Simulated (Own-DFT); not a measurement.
## Calculated data, GaP (zincblende, atoms displaced)

All values are calculated (Own-DFT development build). A calculation, not a measurement: plane-wave PBE density functional theory by an unreviewed code, no spin, of a simulated periodic cell, stress positive in tension, free energy of the whole cell less one offset for each atom, forces on such cells passed a denser k mesh, this cell's mesh not checked; offsets are fitted by least squares, one for each functional and potential file, so energies compare only between cells with the same atoms and settings and are not formation energies; the far tail of each file's local potential was reset to the Coulomb form; each entry is a single point on an unrelaxed cell, so the pressure reflects the starting lattice, mostly measured values (interpolated for alloys), from which strain is counted, and rises with the displacements; printed positions are rounded, which can move forces by about a meV/angstrom; the program, named Own-DFT, is a retired in-house code; no spin-orbit coupling.

Common to all runs: functional PBE; potential files PseudoDojo norm-conserving, scalar-relativistic, standard set; wave cutoff 42 hartree; occupations Fermi-Dirac; smearing width 0.1 eV; hardware one NVIDIA H200; k mesh 2 x 3 x 3 centred on Gamma.

(1) 
```xyz
96
Lattice="16.3515 0.0000 0.0000 0.0000 10.9010 0.0000 0.0000 0.0000 10.9010" Properties=species:S:1:pos:R:3:force_x:R:1:force_y:R:1:force_z:R:1 formula=GaP free_energy_of_cell_above_offsets=-53.530 pressure=2.71 stress_xx=-2.71 stress_yy=-2.72 stress_zz=-2.71 stress_yz=-0.18 stress_xz=0.06 stress_xy=0.25 wall_time=920.3
Ga    16.3378     0.0381    10.8888      0.317     -0.359      0.204
Ga     0.0023     2.7436     2.6963     -0.246     -0.141      0.376
Ga     2.7121    10.8755     2.7339      0.144      0.281     -0.044
Ga     2.7065     2.7040     0.0016     -0.054      0.175      0.201
P      1.3444     1.3666     1.3794       0.21     -0.208     -0.119
P      1.3652     4.0837     4.0778     -0.078       0.06      0.077
P      4.1091     1.3596     4.0796     -0.046     -0.259      0.042
P      4.0741     4.0965     1.3375      0.159     -0.338      0.179
Ga     0.0128     0.0081     5.4071     -0.352     -0.415      0.484
Ga    16.3401     2.7254     8.1441      0.075      -0.29      0.371
Ga     2.8116    10.8799     8.1886     -1.055      0.257      -0.04
Ga     2.7224     2.6990     5.4347     -0.045      0.136      0.135
P      1.3134     1.3448     6.7780      0.786     -0.046      0.486
P      1.3606     4.0610     9.5362      0.115      0.144     -0.245
P      4.0777     1.3720     9.5676      0.337     -0.198     -0.203
P      4.0633     4.0878     6.8273      0.347      0.086     -0.289
Ga     0.0342     5.4308    10.8877     -0.333       0.29      0.061
Ga    16.3387     8.1956     2.7426      -0.06      0.002     -0.229
Ga     2.7470     5.4386     2.7278     -0.212      0.206     -0.054
Ga     2.7052     8.1664    10.8867      0.158      0.155      0.069
P      1.3597     6.8385     1.3652       0.03     -0.329      0.157
P      1.3640     9.5378     4.1071      0.029     -0.145     -0.248
P      4.1070     6.8000     4.1019      -0.11      0.407     -0.242
P      4.0817     9.5361     1.3676      0.052      0.018     -0.192
Ga    16.3427     5.4555     5.4558     -0.006     -0.329      -0.01
Ga     0.0030     8.1668     8.1791     -0.113      -0.07     -0.198
Ga     2.7311     5.4785     8.1909     -0.151     -0.229     -0.159
Ga     2.7230     8.1824     5.4464     -0.019     -0.337     -0.249
P      1.3738     6.8088     6.7726     -0.159      0.041      0.493
P      1.3412     9.5345     9.5431      0.271      0.259     -0.127
P      4.0973     6.8481     9.5040     -0.003     -0.238      0.376
P      4.0486     9.5159     6.7961      0.769     -0.006        0.2
Ga     5.4713    10.8797    10.8766     -0.404      0.218      0.386
Ga     5.4787     2.7044     2.7152     -0.342      0.328      -0.06
Ga     8.1758     0.0135     2.7067     -0.112     -0.095      0.111
Ga     8.1771     2.6881     0.0043      0.164      0.525     -0.081
P      6.8213     1.3758     1.3312      -0.12     -0.422      0.271
P      6.7777     4.1068     4.1065      0.602     -0.457      -0.29
P      9.5485     1.3534     4.0577     -0.087     -0.009       0.25
P      9.5420     4.0882     1.3929     -0.301      0.019     -0.616
Ga     5.4618    10.8655     5.4746     -0.074      0.264     -0.194
Ga     5.4432     2.6953     8.1627     -0.122      0.416      0.175
Ga     8.1720    10.8753     8.1736     -0.216      0.277      0.022
Ga     8.1855     2.7047     5.4422      0.025      0.341     -0.128
P      6.8225     1.3853     6.8116     -0.012      -0.55      0.033
P      6.7948     4.0726     9.5716      0.361     -0.014     -0.511
P      9.5099     1.3450     9.5304      0.321      0.235     -0.115
P      9.5322     4.0904     6.8328     -0.072     -0.022      -0.21
Ga     5.4406     5.4301    10.8765     -0.126      0.423      0.178
Ga     5.4719     8.2121     2.7351     -0.418       -0.2      0.109
Ga     8.1848     5.4383     2.7397     -0.408      0.265     -0.014
Ga     8.1861     8.1712    10.8985     -0.037     -0.013      0.448
P      6.7640     6.8341     1.3824      0.553     -0.393     -0.336
P      6.8317     9.5310     4.0892      0.053      0.261      0.142
P      9.5075     6.8358     4.0894       0.41     -0.146      0.107
P      9.5651     9.5320     1.4175     -0.282      0.254     -0.837
Ga     5.4929     5.4840     5.4251     -0.676      -0.36      0.519
Ga     5.4828     8.1753     8.1736     -0.215      0.138     -0.215
Ga     8.1917     5.4738     8.1861     -0.362      -0.37      0.087
Ga     8.1726     8.1799     5.4813      0.075      0.051     -0.199
P      6.8171     6.8076     6.8011       0.14      0.112      0.312
P      6.8135     9.5401     9.5567      0.211     -0.174     -0.313
P      9.5393     6.8177     9.5336        0.1     -0.013      0.189
P      9.5398     9.5481     6.8328     -0.173     -0.065     -0.283
Ga    10.8952     0.0110    10.8700      0.103     -0.067      0.443
Ga    10.8650     2.6861     2.6437      0.637      0.159      0.699
Ga    13.6244    10.8744     2.7083      0.101      -0.08      0.336
Ga    13.5906     2.7240    10.8857      0.425      0.118     -0.059
P     12.3127     1.3605     1.3687     -0.628     -0.181      -0.28
P     12.2634     4.0599     4.0969     -0.171     -0.027     -0.332
P     15.0013     1.3162     4.0893     -0.327      0.662     -0.279
P     14.9869     4.0919     1.3499     -0.067     -0.036     -0.172
Ga    10.8891    10.9002     5.4734      0.214      0.031     -0.288
Ga    10.9098     2.7541     8.1810     -0.343     -0.425     -0.075
Ga    13.6249    10.8814     8.1861      0.028      0.113     -0.234
Ga    13.6198     2.7244     5.4817      0.207     -0.189     -0.401
P     12.2521     1.3799     6.8122      0.036      -0.27      0.286
P     12.2354     4.0910     9.5197      0.253      0.067      0.267
P     14.9944     1.3355     9.5558       -0.3      0.567     -0.456
P     14.9693     4.0680     6.8510      0.026      0.415     -0.394
Ga    10.9036     5.4347     0.0034     -0.022       0.22      0.149
Ga    10.9076     8.1987     2.7260      0.037     -0.461      0.282
Ga    13.6514     5.4371     2.7379     -0.277     -0.113       0.02
Ga    13.6231     8.1625     0.0024     -0.143      0.031     -0.038
P     12.2658     6.8084     1.3912     -0.023     -0.074     -0.188
P     12.2645     9.5021     4.1055     -0.039      0.418      0.005
P     14.9843     6.8028     4.0924      0.151      0.044     -0.092
P     14.9798     9.5536     1.3218      0.152     -0.207      0.309
Ga    10.8957     5.4375     5.4485      0.156      0.286      0.065
Ga    10.8659     8.1851     8.1577      0.544     -0.082      0.269
Ga    13.5847     5.4579     8.1538      0.483     -0.239       0.45
Ga    13.6296     8.1451     5.4384      0.058      0.131       0.15
P     12.3125     6.8255     6.8517     -0.987      0.038     -0.638
P     12.2587     9.5468     9.5375      -0.16     -0.297     -0.008
P     14.9585     6.8084     9.5283      0.341     -0.252      0.085
P     14.9694     9.5104     6.8009      0.316      0.299     -0.082
```

Units: free_energy_of_cell_above_offsets in eV; pressure, stress_xx, stress_yy, stress_zz, stress_yz, stress_xz, stress_xy in GPa; wall_time in s; force_x, force_y, force_z in eV/Å.

(2) 
```xyz
96
Lattice="16.3515 0.0000 0.0000 0.0000 10.9010 0.0000 0.0000 0.0000 10.9010" Properties=species:S:1:pos:R:3:force_x:R:1:force_y:R:1:force_z:R:1 formula=GaP free_energy_of_cell_above_offsets=-53.578 pressure=2.72 stress_xx=-2.71 stress_yy=-2.72 stress_zz=-2.72 stress_yz=-0.09 stress_xz=-0.08 stress_xy=-0.08 wall_time=955.3
Ga     0.0017     0.0382    10.8708      0.044     -0.444       0.44
Ga    16.3420     2.7049     2.7418      0.109      0.237      -0.15
Ga     2.7089    10.8947     2.7284      0.391     -0.037      0.107
Ga     2.7109     2.7330     0.0297      0.224     -0.475      -0.16
P      1.3698     1.3457     1.3962     -0.185      0.228     -0.319
P      1.3546     4.0965     4.0924       0.05     -0.051     -0.251
P      4.1137     1.3596     4.0960     -0.726      0.238     -0.256
P      4.0736     4.0816     1.3519       0.02      0.073      0.313
Ga    16.3469     0.0220     5.4556      0.052     -0.223     -0.238
Ga     0.0005     2.7214     8.1650      0.293     -0.082      0.449
Ga     2.7058    10.8897     8.1654      0.182     -0.049      0.379
Ga     2.6941     2.7407     5.4607      0.325     -0.137     -0.132
P      1.3740     1.3419     6.8127     -0.138      0.289      0.029
P      1.4021     4.1025     9.5862     -0.416     -0.236     -0.664
P      4.1052     1.3396     9.5461     -0.327      0.468     -0.248
P      4.0789     4.1156     6.7954      0.084     -0.343      0.136
Ga    16.3280     5.4350    10.8690      0.212      0.332      0.179
Ga    16.3491     8.1586     2.7407     -0.143      0.051     -0.296
Ga     2.7588     5.4728     2.7345     -0.609     -0.318     -0.343
Ga     2.7505     8.2015     0.0165     -0.247     -0.404     -0.036
P      1.3471     6.8183     1.3546      0.131     -0.178     -0.038
P      1.3480     9.5322     4.0451      0.095      0.053      0.673
P      4.0784     6.7779     4.0718      0.599      0.558      0.239
P      4.0827     9.5195     1.3680      0.317      0.341      0.155
Ga     0.0238     5.4273     5.4863     -0.296      0.169     -0.255
Ga     0.0197     8.1561     8.1775      0.229      -0.12      0.014
Ga     2.7324     5.4457     8.1681      0.054      0.028      0.212
Ga     2.7611     8.1791     5.4368     -0.302       0.03     -0.108
P      1.3941     6.7801     6.7932     -0.097      0.449       0.21
P      1.3714     9.5165     9.5713     -0.126      0.219     -0.325
P      4.0865     6.8296     9.5319     -0.242     -0.208      0.246
P      4.0822     9.5476     6.8161      0.137      -0.11     -0.118
Ga     5.4480     0.0029    10.8999       0.14     -0.104      0.174
Ga     5.4305     2.7103     2.7006      0.329      0.167      0.152
Ga     8.2389    10.8926     2.7504      -0.74      0.072     -0.165
Ga     8.1808     2.7005     0.0021     -0.144      0.285     -0.118
P      6.8374     1.3581     1.3692     -0.069     -0.247      0.102
P      6.8076     4.0785     4.1048      0.118      0.069     -0.465
P      9.5281     1.3521     4.0838      0.379      0.284      0.422
P      9.5806     4.0634     1.3568     -0.588      0.331     -0.152
Ga     5.4258    10.8980     5.3991      0.402      -0.02       0.64
Ga     5.4759     2.7441     8.1395      -0.54     -0.039      0.344
Ga     8.2166    10.8829     8.1702     -0.518      0.338      0.054
Ga     8.1651     2.7185     5.4628     -0.027     -0.058      -0.05
P      6.7968     1.3792     6.8346      0.248     -0.638     -0.432
P      6.7914     4.0749     9.5328      0.298      0.465      0.254
P      9.5408     1.3958     9.5016     -0.041     -0.575      0.535
P      9.5327     4.0835     6.8074      0.027       0.15      0.054
Ga     5.4076     5.4664     0.0301      0.302     -0.247     -0.466
Ga     5.4811     8.1767     2.7169     -0.261     -0.185      0.093
Ga     8.2028     5.4666     2.7030       -0.2     -0.496      0.194
Ga     8.1565     8.1550    10.8975      0.155      0.191     -0.107
P      6.8133     6.7858     1.3603      0.015      0.191      -0.01
P      6.8110     9.5397     4.0810      0.327      -0.06      0.112
P      9.5140     6.8140     4.0902      0.481      0.096      0.046
P      9.5375     9.5682     1.3701      -0.09     -0.414     -0.368
Ga     5.4671     5.4494     5.4576     -0.209     -0.109     -0.304
Ga     5.4254     8.1500     8.1871      0.254      0.327      -0.24
Ga     8.1940     5.4969     8.1785     -0.413     -0.574     -0.104
Ga     8.2071     8.1849     5.4746     -0.551     -0.111     -0.159
P      6.7800     6.7980     6.8035       0.44       0.42      0.173
P      6.8039     9.5448     9.5199      0.161     -0.168      0.087
P      9.5559     6.8032     9.5141     -0.051      0.523      0.178
P      9.5446     9.5622     6.8009      0.127     -0.374      0.194
Ga    10.8988     0.0069     0.0101      0.026      0.368     -0.122
Ga    10.8805     2.7570     2.7375      0.312     -0.369      0.215
Ga    13.6073    10.8952     2.7331      0.147       0.26     -0.097
Ga    13.6257     2.7413     0.0290     -0.044      -0.28     -0.471
P     12.2675     1.4008     1.3766     -0.187     -0.294       0.06
P     12.2758     4.0945     4.0954     -0.248      0.005      0.116
P     14.9715     1.3960     4.1022      0.019     -0.456      -0.09
P     14.9996     4.0741     1.3259      0.113      0.078      0.497
Ga    10.9076    10.8880     5.4778      0.134      0.436     -0.305
Ga    10.8758     2.7402     8.2045      0.382     -0.019     -0.598
Ga    13.6508    10.8818     8.1795     -0.269     -0.075     -0.152
Ga    13.6263     2.7361     5.4461     -0.056      0.044      0.184
P     12.2846     1.3696     6.8090     -0.193     -0.026       0.27
P     12.2677     4.0704     9.5183      0.054       0.15      0.279
P     14.9800     1.3320     9.5321     -0.019      0.637      0.055
P     14.9997     4.0744     6.8356     -0.009     -0.013     -0.331
Ga    10.8755     5.4387    10.8713      0.487      0.078      0.157
Ga    10.8836     8.2143     2.7249      0.064     -0.414     -0.039
Ga    13.6414     5.4076     2.7387     -0.013      0.475     -0.289
Ga    13.6481     8.1438     0.0120     -0.215      0.382     -0.039
P     12.2594     6.8263     1.3547     -0.128      -0.38       0.22
P     12.2472     9.5539     4.0774      0.022     -0.062      0.211
P     14.9888     6.8211     4.1059      0.134     -0.472     -0.052
P     14.9786     9.5454     1.3765      0.221      0.022     -0.174
Ga    10.9202     5.4644     5.4813     -0.387     -0.233      -0.41
Ga    10.9322     8.2043     8.1622     -0.215     -0.157      0.089
Ga    13.6384     5.4128     8.1576      -0.19      0.275      0.177
Ga    13.6257     8.1889     5.4100     -0.104     -0.064      0.523
P     12.2406     6.7837     6.8236      0.621      0.544     -0.067
P     12.2481     9.5462     9.5509      0.385     -0.095      0.051
P     14.9732     6.8128     9.5200      0.099     -0.169     -0.091
P     15.0339     9.5242     6.8297     -0.396     -0.013      -0.29
```

Units: free_energy_of_cell_above_offsets in eV; pressure, stress_xx, stress_yy, stress_zz, stress_yz, stress_xz, stress_xy in GPa; wall_time in s; force_x, force_y, force_z in eV/Å.

(3) 
```xyz
96
Lattice="16.3515 0.0000 0.0000 0.0000 10.9010 0.0000 0.0000 0.0000 10.9010" Properties=species:S:1:pos:R:3:force_x:R:1:force_y:R:1:force_z:R:1 formula=GaP free_energy_of_cell_above_offsets=-53.640 pressure=2.7 stress_xx=-2.7 stress_yy=-2.7 stress_zz=-2.7 stress_yz=0.11 stress_xz=0.06 stress_xy=0.11 wall_time=879.2
Ga     0.0076     0.0039     0.0202      0.034      0.155      0.055
Ga    16.3482     2.7644     2.7354      0.205     -0.481     -0.039
Ga     2.7210    10.8761     2.7421      0.036      0.247     -0.105
Ga     2.7693     2.7406    10.8738     -0.257     -0.224      0.232
P      1.3960     1.3588     1.3807     -0.181      0.283     -0.172
P      1.3993     4.0584     4.0826     -0.119      0.525      0.307
P      4.0900     1.3478     4.0804      0.014     -0.025      0.006
P      4.1120     4.0711     1.3898     -0.104      0.019     -0.374
Ga    16.3304     0.0355     5.4285     -0.074     -0.256      0.252
Ga    16.3385     2.7313     8.1605      0.112     -0.314      0.344
Ga     2.7338     0.0005     8.1874      -0.32     -0.055     -0.219
Ga     2.7465     2.6921     5.4687      0.065      0.302     -0.086
P      1.3541     1.3665     6.7871      0.046      -0.12      0.429
P      1.3517     4.0951     9.5470      0.182     -0.155      -0.12
P      4.1013     1.3343     9.5273       0.04      0.153      0.181
P      4.1244     4.0649     6.8417     -0.301      0.118     -0.153
Ga    16.3444     5.4442    10.8880      0.184      0.265      0.283
Ga    16.3452     8.1740     2.7332      0.132      0.124      0.302
Ga     2.7603     5.4483     2.6917     -0.405      0.014      0.285
Ga     2.7398     8.1721    10.8754       -0.3      0.094      0.198
P      1.3528     6.8415     1.3902      0.211     -0.357      -0.49
P      1.3585     9.5735     4.1001     -0.215     -0.335     -0.045
P      4.0910     6.7923     4.0882       0.06      0.288      0.037
P      4.0665     9.5271     1.3864      0.357     -0.032     -0.232
Ga    16.3442     5.4620     5.4950      0.411     -0.347     -0.278
Ga    16.3412     8.1498     8.1810      0.095      0.281      0.029
Ga     2.7203     5.4482     8.1818      0.115     -0.104     -0.091
Ga     2.7063     8.1863     5.4335      0.189     -0.072      0.166
P      1.3660     6.8204     6.8349      0.105     -0.042     -0.173
P      1.3364     9.5481     9.5416      0.196     -0.145     -0.063
P      4.0909     6.8334     9.5110     -0.022     -0.469      0.428
P      4.0965     9.5356     6.8271     -0.096      -0.06     -0.236
Ga     5.4644    10.8732     0.0007     -0.248     -0.036      0.053
Ga     5.4516     2.7077     2.7333      0.129      0.032      0.148
Ga     8.1145    10.8604     2.7350      0.647      0.409     -0.452
Ga     8.1574     2.7103    10.8939      0.177      0.479      0.365
P      6.7899     1.3720     1.3403      0.155     -0.283      0.279
P      6.8245     4.0750     4.0941     -0.155      0.133     -0.155
P      9.5406     1.3418     4.0783     -0.508      0.289     -0.148
P      9.5359     4.1240     1.4026      -0.41     -0.594     -0.238
Ga     5.4421    10.8955     5.4267      0.113      -0.15      0.119
Ga     5.4705     2.6850     8.1760      0.042      0.256      0.268
Ga     8.1516    10.8787     8.1704      0.315      0.146      -0.13
Ga     8.1694     2.7512     5.4717     -0.015     -0.568     -0.192
P      6.7985     1.3368     6.8232      0.239      0.069     -0.396
P      6.8233     4.0955     9.5578     -0.141     -0.017     -0.268
P      9.4836     1.4060     9.5169      0.471     -0.562      0.046
P      9.5120     4.0998     6.7907      0.614     -0.278      0.209
Ga     5.4380     5.4401     0.0213     -0.073       0.06     -0.309
Ga     5.4790     8.1804     2.7255     -0.378      -0.13      0.104
Ga     8.1401     5.4837     2.7111      0.233     -0.092      0.408
Ga     8.2184     8.1902    10.8881     -0.552     -0.434     -0.083
P      6.7799     6.7969     1.3658      0.387      0.459      -0.39
P      6.8493     9.5089     4.0874     -0.609      0.092      0.302
P      9.5470     6.8364     4.0795      -0.33     -0.025      0.041
P      9.5358     9.5169     1.3246      0.092      0.529      0.503
Ga     5.4600     5.4465     5.4576     -0.058     -0.106     -0.005
Ga     5.4431     8.1738     8.1984       0.27      0.044     -0.377
Ga     8.2068     5.4275     8.1525     -0.196      0.309      0.432
Ga     8.1387     8.1665     5.4816      0.617     -0.084     -0.043
P      6.8230     6.7956     6.8231     -0.276       0.06       0.17
P      6.8248     9.5375     9.5199     -0.103     -0.214      0.367
P      9.5629     6.8343     9.5256     -0.208     -0.535      0.152
P      9.5550     9.5087     6.8463     -0.215      0.172     -0.157
Ga    10.8959     0.0109    10.8764     -0.262      0.128     -0.059
Ga    10.8955     2.7218     2.7084      0.119      0.067      0.297
Ga    13.6121    10.8814     2.7235     -0.052     -0.008      0.126
Ga    13.6057     2.7251     0.0168      0.128       0.17     -0.189
P     12.2615     1.3650     1.3486     -0.126     -0.169      0.161
P     12.2694     4.1209     4.0975     -0.308     -0.302     -0.143
P     14.9685     1.3706     4.0809     -0.071      0.208     -0.144
P     15.0068     4.0877     1.3558     -0.259     -0.036     -0.097
Ga    10.8467     0.0039     5.4410      0.238     -0.083      0.312
Ga    10.9124     2.7255     8.1995      -0.15      0.008      -0.54
Ga    13.5975     0.0012     8.1632      0.123      0.023       0.08
Ga    13.6061     2.7538     5.4435      0.312      0.021     -0.052
P     12.2673     1.3826     6.7588     -0.358     -0.219      0.502
P     12.2670     4.0918     9.5113      0.067      0.092      0.454
P     14.9676     1.3607     9.5754      0.124     -0.032     -0.382
P     14.9920     4.0853     6.8417     -0.175      0.046     -0.319
Ga    10.8684     5.4032     0.0209      0.405       0.54     -0.275
Ga    10.9080     8.1736     2.7003     -0.061       0.24      0.298
Ga    13.6173     5.4129     2.7018      0.303      0.492      0.228
Ga    13.6330     8.1559     0.0063      0.021      0.185      0.053
P     12.2655     6.8286     1.3816      0.019      -0.47     -0.339
P     12.2352     9.5404     4.1341      0.052     -0.001     -0.552
P     15.0279     6.7978     4.1076      -0.57     -0.004     -0.232
P     15.0110     9.5288     1.3774     -0.317      0.019      -0.14
Ga    10.8805     5.4657     5.4493      0.012      0.014     -0.041
Ga    10.9342     8.1698     8.2041     -0.166     -0.084     -0.238
Ga    13.6614     5.4669     8.1867     -0.374     -0.212      -0.15
Ga    13.6185     8.1817     5.4389      0.045     -0.335      0.294
P     12.2387     6.7813     6.8491      0.398      0.271     -0.376
P     12.2424     9.5153     9.5457       0.43       0.36      0.079
P     14.9848     6.8003     9.5305      0.094      0.173      0.282
P     14.9930     9.5251     6.8269     -0.059      0.192     -0.182
```

Units: free_energy_of_cell_above_offsets in eV; pressure, stress_xx, stress_yy, stress_zz, stress_yz, stress_xz, stress_xy in GPa; wall_time in s; force_x, force_y, force_z in eV/Å.
